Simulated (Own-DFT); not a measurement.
# Which defects push the lattice out? L1_0 TiAl

No measurement is shown. These are fixed-geometry runs of a retired plane-wave code named Own-DFT, which no person has reviewed; spin and spin-orbit coupling are neglected.

Common settings: PBE; PseudoDojo norm-conserving scalar-relativistic files; cutoff 42 hartree; 4 x 4 x 4 k mesh centred on Gamma; cold (Marzari-Vanderbilt) smearing of 0.2 eV.

Keep in mind: forces on such cells failed a check on a denser k mesh; stress not checked against mesh or cutoff.

All runs share one cell, with vectors in Å (5.622, 5.622, 0.000); (-5.622, 5.622, 0.000); (0.000, 0.000, 8.133) and a volume of 514.0 Å³. The atoms are randomly displaced, by u rms on each axis. The defect's site can differ from row to row.

```
cell,formula,u (Å),P (GPa)
no defect,Al16Ti16,0.0189,1.17
no defect,Al16Ti16,0.0207,1.19
no defect,Al16Ti16,0.0466,1.63
one Ti vacancy,Al16Ti15,0.0278,0.47
one Ti vacancy,Al16Ti15,0.0295,0.60
one Ti vacancy,Al16Ti15,0.0306,0.55
two Al vacancies,Al14Ti16,0.0258,-0.64
two Al vacancies,Al14Ti16,0.0309,-0.48
two Al vacancies,Al14Ti16,0.0469,?
two Al vacancies,Al14Ti16,0.0511,-0.45
```

## Worked fit

P = P0 + c u² + a shift for each defect gives P0 = 1.17 GPa, c = 162 ± 51 GPa/Å² and a scatter of 0.11 GPa. The shifts, and each times the cell's volume:

- one Ti vacancy: -0.77 ± 0.09 GPa, -2.5 eV
- two Al vacancies: -1.92 ± 0.09 GPa, -6.2 eV (-3.1 eV for each of its 2 sites)

Against the defect-free cell, a freed cell would be larger where the shift is positive and smaller where it is negative (160.2 GPa Å³ is 1 eV). The atoms around the defects weren't relaxed, which would change these numbers.

## Test on the hidden row

Q: what pressure belongs in the blank (two Al vacancies, u = 0.0469 Å)?

Estimate: -0.40 ± 0.13 GPa. The run itself gave -0.10 GPa.
